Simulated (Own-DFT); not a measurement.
# Which defects push the lattice out? D0_22 TiAl3

Source: density functional calculations with Own-DFT, an unreviewed in-house program that is no longer used. Nothing was measured or relaxed, and spin and spin-orbit coupling are left out.

Method: PBE; PseudoDojo norm-conserving scalar-relativistic files; cutoff 42 hartree; 4 x 4 x 4 k mesh centred on Gamma; cold (Marzari-Vanderbilt) smearing of 0.2 eV.

Known weak points: forces on such cells failed a check on a denser k mesh; stress not checked against mesh or cutoff.

All runs share one cell, with vectors in Å (-2.365, -6.981, 4.326); (-7.667, 3.491, 1.442); (-2.950, -3.488, -7.241) and a volume of 625.4 Å³. The atoms are randomly displaced, by u rms on each axis. The defect's site can differ from row to row.

| cell | formula | u (Å) | P (GPa) |
|---|---|---|---|
| no defect | Al30Ti10 | 0.0196 | 1.96 |
| no defect | Al30Ti10 | 0.0198 | 1.97 |
| no defect | Al30Ti10 | 0.0454 | 2.47 |
| two Al on a Ti site each | Al32Ti8 | 0.0290 | 2.89 |
| two Al on a Ti site each | Al32Ti8 | 0.0323 | 2.99 |
| two Al on a Ti site each | Al32Ti8 | 0.0523 | 3.43 |
| one Ti vacancy | Al30Ti9 | 0.0294 | ? |
| one Ti vacancy | Al30Ti9 | 0.0296 | 1.81 |
| one Ti vacancy | Al30Ti9 | 0.0498 | 2.25 |
| one Ti vacancy | Al30Ti9 | 0.0528 | 2.25 |
| two Al vacancies | Al28Ti10 | 0.0317 | 1.26 |
| two Al vacancies | Al28Ti10 | 0.0489 | 1.80 |
| two Al vacancies | Al28Ti10 | 0.0539 | 1.91 |
| two Ti on an Al site each | Al28Ti12 | 0.0278 | 3.31 |
| two Ti on an Al site each | Al28Ti12 | 0.0473 | 3.57 |
| two Ti on an Al site each | Al28Ti12 | 0.0528 | 3.69 |

## Fit

P = P0 + c u² + a shift for each defect gives P0 = 1.88 GPa, c = 270 ± 20 GPa/Å² and a scatter of 0.06 GPa. The shifts, and each times the cell's volume:

- two Ti on an Al site each: 1.13 ± 0.06 GPa, 4.4 eV (2.2 eV for each of its 2 sites)
- two Al on a Ti site each: 0.81 ± 0.05 GPa, 3.2 eV (1.6 eV for each of its 2 sites)
- one Ti vacancy: -0.33 ± 0.06 GPa, -1.3 eV
- two Al vacancies: -0.78 ± 0.06 GPa, -3.1 eV (-1.5 eV for each of its 2 sites)

Positive is outwards. The product with the volume (160.2 GPa Å³ to the eV) is nearly free of the cell's size; divided by the bulk modulus at the cell's pressure it gives the volume that the defect adds. The atoms around the defects weren't relaxed, which would change these numbers.

## Test on the hidden row

The question: what pressure belongs in the blank (one Ti vacancy, u = 0.0294 Å)?

Estimate: 1.78 ± 0.08 GPa. Computed: 1.89 GPa.
